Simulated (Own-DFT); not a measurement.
# How strain changes the stress of wurtzite AlGaN with randomly placed atoms, 72 atoms (Al27Ga9N36)

Calculated results; nothing here was measured. They come from Own-DFT, an in-house plane-wave density functional program, since retired, whose code no person has reviewed. Each row is one single-point run on a periodic cell that was not relaxed, without spin or spin-orbit coupling.

Settings of every run: PBE; PseudoDojo norm-conserving scalar-relativistic files (stringent for Ga); cutoff 96 hartree; 4 x 4 x 3 k mesh centred on Gamma; Gaussian smearing of 0.01 eV.

Known limits: forces on such cells passed a denser k mesh, each cell not checked; stress not checked against mesh or cutoff.

Unstrained cell vectors in Å: (9.394, 0.000, 0.000); (-4.697, 8.135, 0.000); (0.000, 0.000, 10.066). The unstrained cell has measured lattice constants (interpolated for alloys), not those of this functional. That, the random moves and any unrelaxed bonds set the pressure at no strain. Each run strains this cell uniformly, with the atoms carried along. Every atom was also moved at random, by a Gaussian of width 0.05 Å on each axis. The random placing of the alloy's atoms differs from row to row. Strain is the symmetric tensor, in per cent. Stress is positive in tension, and the pressure is minus a third of its trace.

| run | e_xx (%) | e_yy (%) | e_zz (%) | s_xx (GPa) | s_yy (GPa) | s_zz (GPa) | P (GPa) | E (meV/atom) |
|---|---|---|---|---|---|---|---|---|
| 1 | 0.00 | 0.00 | -0.50 | -7.25 | -6.58 | -8.17 | 7.33 | 13.7 |
| 2 | 0.00 | 0.00 | -1.75 | -7.65 | -8.12 | -15.51 | 10.43 | 34.7 |
| 3 | 0.00 | 0.00 | 1.50 | -3.09 | -6.15 | 0.25 | 3.00 | 0.0 |
| 4 | 0.00 | 0.00 | 1.75 | -5.52 | -4.77 | 1.11 | 3.06 | 13.9 |
| 5 | 0.00 | 0.00 | 3.00 | -2.74 | -4.75 | 5.66 | 0.61 | 11.3 |
| 6 | 0.00 | 0.00 | -2.00 | -7.00 | -8.71 | -17.86 | 11.19 | 40.5 |
| 7 | 0.00 | 0.00 | 2.00 | -6.12 | -4.65 | 3.20 | 2.53 | 12.9 |
| 8 | 0.00 | 0.00 | 0.75 | -5.37 | -5.59 | -3.03 | 4.66 | 9.7 |
| 9 | 0.00 | 0.00 | 2.25 | ? | ? | ? | ? | ? |

E is the free energy for each atom above the lowest run shown.

## Worked fit

The change of volume is close to e_xx + e_yy + e_zz. A straight line through the runs shown gives P = 6.61 - 212 x (fractional change of volume) GPa, with an error of 7 on the slope and a scatter of 0.35 GPa. The strain isn't the same on all axes and the cell isn't cubic, so the slope belongs to this path and is not the bulk modulus.

## Withheld run

Question: what pressure should run 9 give? Its volume changes by 2.25 %.

The line gives 1.8 GPa. The calculation gave 1.61 GPa.
